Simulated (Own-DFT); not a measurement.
# How strain changes the stress of 4H SiC, 72 atoms (C36Si36)

Calculated results; nothing here was measured. They come from Own-DFT, an in-house plane-wave density functional program, since retired, whose code no person has reviewed. Each row is one single-point run on a periodic cell that was not relaxed, without spin or spin-orbit coupling.

Settings of every run: PBE; PseudoDojo norm-conserving scalar-relativistic files; cutoff 42 hartree; 4 x 4 x 3 k mesh centred on Gamma; Fermi-Dirac smearing of 0.1 eV.

Known limits: forces on such cells passed a denser k mesh, each cell not checked; stress not checked against mesh or cutoff.

Unstrained cell vectors in Å: (9.248, 0.000, 0.000); (-4.624, 8.009, 0.000); (0.000, 0.000, 10.068). The unstrained cell has measured lattice constants (interpolated for alloys), not those of this functional. That, the random moves and any unrelaxed bonds set the pressure at no strain. Each run strains this cell uniformly, with the atoms carried along. Every atom was also moved at random, by a Gaussian of width 0.05 Å on each axis. Strain is the symmetric tensor, in per cent. Stress is positive in tension, and the pressure is minus a third of its trace.

| run | e_xx (%) | e_yy (%) | e_zz (%) | e_yz (%) | e_xz (%) | e_xy (%) | s_xx (GPa) | s_yy (GPa) | s_zz (GPa) | s_yz (GPa) | s_xz (GPa) | s_xy (GPa) | P (GPa) | E (meV/atom) |
|---|---|---|---|---|---|---|---|---|---|---|---|---|---|---|
| 1 | 0.20 | -0.28 | 1.60 | -1.69 | -1.00 | -0.02 | -3.40 | -6.16 | 3.53 | -5.84 | -2.83 | -0.44 | 2.01 | 22.1 |
| 2 | 1.70 | 0.98 | 1.80 | 0.29 | -1.98 | 0.49 | 4.91 | 1.74 | 5.66 | 0.82 | -6.77 | 1.37 | -4.10 | 9.8 |
| 3 | -0.44 | -1.19 | -1.99 | -0.53 | 1.30 | 1.32 | -10.49 | -10.54 | -23.08 | -1.55 | 5.32 | 6.12 | 14.70 | 53.1 |
| 4 | 0.68 | -1.37 | -0.76 | -1.71 | 0.18 | -1.20 | -1.33 | -12.66 | -12.10 | -5.89 | 0.96 | -5.44 | 8.70 | 21.9 |
| 5 | 1.40 | 1.59 | -0.18 | 0.31 | 1.60 | 1.12 | 4.88 | 4.40 | -5.82 | 1.44 | 4.86 | 4.12 | -1.15 | 2.6 |
| 6 | -0.06 | 0.04 | -0.57 | 0.21 | 0.91 | -1.46 | -5.90 | -3.59 | -10.51 | 1.08 | 3.13 | -6.22 | 6.67 | 9.8 |
| 7 | -1.02 | 0.78 | -1.11 | 0.17 | 1.87 | 0.07 | -9.27 | -2.23 | -13.03 | -0.27 | 5.38 | -0.11 | 8.18 | 30.2 |
| 8 | 1.49 | -0.56 | -0.34 | 0.35 | -0.97 | 1.01 | 1.75 | -5.87 | -8.06 | 1.99 | -3.56 | 4.13 | 4.06 | 17.1 |
| 9 | 1.51 | 0.70 | -1.87 | 0.07 | -0.46 | 1.47 | 3.27 | -2.35 | -16.54 | -0.33 | -1.84 | 6.45 | 5.21 | 41.1 |
| 10 | -1.67 | -0.92 | 1.56 | -0.52 | 1.59 | -0.69 | -14.42 | -10.38 | 0.91 | -2.14 | 5.51 | -2.70 | 7.96 | 25.9 |
| 11 | 1.07 | 0.34 | 0.69 | 0.29 | -0.18 | -0.49 | 1.28 | -1.48 | -1.25 | 0.74 | -0.73 | -1.71 | 0.48 | 0.0 |
| 12 | -1.41 | 1.22 | 0.34 | -0.62 | -1.22 | 1.99 | -12.21 | 0.46 | -3.43 | -2.81 | -3.17 | 8.68 | 5.06 | 14.9 |
| 13 | -0.18 | 1.28 | -1.55 | -0.81 | 0.27 | -1.51 | -4.89 | 1.34 | -17.24 | -1.86 | 1.42 | -7.43 | 6.93 | 32.0 |
| 14 | 1.20 | 0.98 | -1.58 | 1.14 | 0.82 | 0.87 | 3.35 | 1.06 | -16.80 | 4.70 | 2.66 | 3.14 | 4.13 | 13.6 |
| 15 | -1.08 | 0.05 | 0.36 | -1.07 | -1.06 | -1.63 | -10.13 | -5.85 | -4.23 | -3.62 | -4.41 | -6.00 | 6.74 | 19.4 |
| 16 | -0.85 | 0.75 | 1.03 | 0.73 | -0.79 | 1.56 | -7.42 | -2.50 | -0.28 | 3.68 | -3.60 | 7.88 | 3.40 | 19.6 |
| 17 | 0.35 | -0.70 | -1.62 | 1.65 | -1.12 | -0.73 | ? | ? | ? | ? | ? | ? | ? | ? |

E is the free energy for each atom above the lowest run shown.

## Worked fit

Each stress component was fitted by least squares to a constant and the strains of the runs shown, as fractions, with shears doubled. Shear strains stay in the fit of a normal stress only where such slopes are resolved. The slopes, in GPa:

```
stress  at no strain  per e_xx  per e_yy  per e_zz  scatter
  s_xx          -4.9  541 ± 21  111 ± 26   26 ± 19     0.93
  s_yy          -4.9   76 ± 21  499 ± 26   18 ± 19     0.92
  s_zz          -6.9   54 ± 24   94 ± 29  659 ± 21     1.03
```

Each shear stress against twice its own strain: yz 188 ± 15, xz 169 ± 9, xy 216 ± 6 GPa. These are stiffnesses along x, y and z of the frame in which the cell vectors are given, which need not be the crystal's axes. The atoms are held to the strained lattice; where symmetry lets them move under strain, relaxing them would lower some slopes. The table should be nearly symmetric about its diagonal, and what it lacks of that shows the noise. A ninth of its sum, 231 ± 5 GPa, estimates the bulk modulus near the mean pressure of these runs, 4.9 GPa, so it lies above the value at zero pressure.

## Withheld run

Question: what normal stresses and pressure should run 17 give?

The fit gives s_xx = -4.2, s_yy = -8.4, s_zz = -18.0 and P = 10.2 GPa. The calculation gave -4.35, -9.06, -18.22 and P = 10.54 GPa.
